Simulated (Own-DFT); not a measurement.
# How strain changes the stress of 2H SiC, 32 atoms (C16Si16)

These are calculations, not measurements. The program, named Own-DFT, is a retired in-house plane-wave density functional code that no person has reviewed. Each row is one single-point run on a periodic cell that was not relaxed, without spin or spin-orbit coupling.

Settings of every run: PBE; PseudoDojo norm-conserving scalar-relativistic files; cutoff 42 hartree; 5 x 5 x 3 k mesh centred on Gamma; Fermi-Dirac smearing of 0.1 eV.

Known limits: forces on such cells passed a denser k mesh, each cell not checked; stress not checked against mesh or cutoff.

Unstrained cell vectors in Å: (6.165, 0.000, 0.000); (-3.083, 5.339, 0.000); (0.000, 0.000, 10.068). The unstrained cell has measured lattice constants (interpolated for alloys), not those of this functional. That, the random moves and any unrelaxed bonds set the pressure at no strain. Each run strains this cell uniformly, with the atoms carried along. Every atom was also moved at random, by a Gaussian of width 0.05 Å on each axis. Strain is the symmetric tensor, in per cent. Stress is positive in tension, and the pressure is minus a third of its trace.

```
run  e_xx (%)  e_yy (%)  e_zz (%)  e_yz (%)  e_xz (%)  e_xy (%)  s_xx (GPa)  s_yy (GPa)  s_zz (GPa)  s_yz (GPa)  s_xz (GPa)  s_xy (GPa)  P (GPa)  E (meV/atom)
  1     -1.67      0.82      1.16     -0.34      0.68      0.17      -11.59       -1.88        1.08       -1.08        2.89        1.18     4.13           0.0
  2     -1.12     -0.13      0.75      0.80     -0.87      0.79      -11.29       -5.58       -3.69        3.30       -3.34        3.52     6.85          37.2
  3      1.30      0.01     -1.60     -0.80      1.67      0.84        1.26       -1.25      -19.64       -2.74        5.31        5.54     6.55          47.2
  4      1.74     -0.40      0.89      0.17      1.44     -1.54        2.44       -3.79       -0.78        0.58        5.38       -8.89     0.71          29.0
  5      1.41      1.57      1.37     -0.18     -0.77      1.54        2.98        6.28        2.89        0.44       -3.26        7.64    -4.05          15.7
  6      0.37      0.65     -1.67      1.35      1.68      1.97       -2.57       -1.89      -18.74        2.55        7.36        9.25     7.73          63.9
  7     -1.28      0.00      1.65     -0.72     -1.69      0.55      -13.22       -4.62        1.00       -2.19       -4.27        2.18     5.61          71.8
  8     -0.72     -0.19      1.11      1.43      1.62      0.67       -8.93       -9.90        0.70        6.32        4.86        3.20     6.04          53.2
  9      1.55     -0.61      1.80     -1.90     -0.40      1.80        4.87       -8.74        2.15       -5.80       -1.69        6.45     0.57          67.3
 10     -1.76     -0.44     -0.80     -0.98     -0.28      1.27      -17.68       -9.17      -13.61       -2.81       -4.42        7.13    13.49          75.0
 11      1.95      1.34     -1.96      1.75     -0.90     -0.97        4.79        6.27      -20.79        4.67       -3.57       -4.34     3.24          55.0
 12      1.53      1.20      1.33     -0.70     -0.52     -0.41        2.89        2.80        2.29       -1.87       -1.45       -4.49    -2.66          45.2
 13      1.04      0.82     -0.79     -1.55     -1.84     -1.23        1.37        1.72      -12.21       -5.30       -5.64       -4.73     3.04          31.3
 14      0.99     -1.55     -0.22     -1.91     -0.15      0.45        0.13      -12.66       -8.80       -7.04       -1.04        0.82     7.11          32.3
 15      0.12      0.62      0.36     -0.08     -0.94      0.02       -3.63       -1.93       -3.30        0.26       -2.91        1.83     2.95          16.1
 16     -0.03      0.19     -1.80      0.22     -1.86      1.64       -6.32       -5.33      -13.87        0.35       -4.87        7.59     8.51          36.0
 17      0.73     -1.09     -1.74      0.79     -0.44      1.04       -5.32       -9.35      -15.31        4.51       -3.10        6.82     9.99          30.0
 18      1.22      1.94      0.41     -0.01     -0.74     -0.26           ?           ?           ?           ?           ?           ?        ?             ?
```

E is the free energy for each atom above the lowest run shown.

## Worked fit

Each stress component was fitted by least squares to a constant and the strains of the runs shown, as fractions, with shears doubled. Shear strains stay in the fit of a normal stress only where such slopes are resolved. The slopes, in GPa:

```
stress  at no strain  per e_xx  per e_yy  per e_zz  scatter
  s_xx          -5.6  543 ± 30   79 ± 43   47 ± 27     1.45
  s_yy          -4.9  117 ± 32  580 ± 47  -20 ± 29     1.58
  s_zz          -7.1    0 ± 43   21 ± 62  611 ± 38     2.08
```

Each shear stress against twice its own strain: yz 178 ± 13, xz 168 ± 16, xy 235 ± 16 GPa. These are stiffnesses along x, y and z of the frame in which the cell vectors are given, which need not be the crystal's axes. The atoms are held to the strained lattice; where symmetry lets them move under strain, relaxing them would lower some slopes. The table should be nearly symmetric about its diagonal, and what it lacks of that shows the noise. A ninth of its sum, 220 ± 8 GPa, estimates the bulk modulus near the mean pressure of these runs, 4.7 GPa, so it lies above the value at zero pressure.

## Withheld run

Question: what normal stresses and pressure should run 18 give?

The fit gives s_xx = 2.7, s_yy = 7.7, s_zz = -4.1 and P = -2.1 GPa. The calculation gave 2.70, 6.45, -2.85 and P = -2.10 GPa.
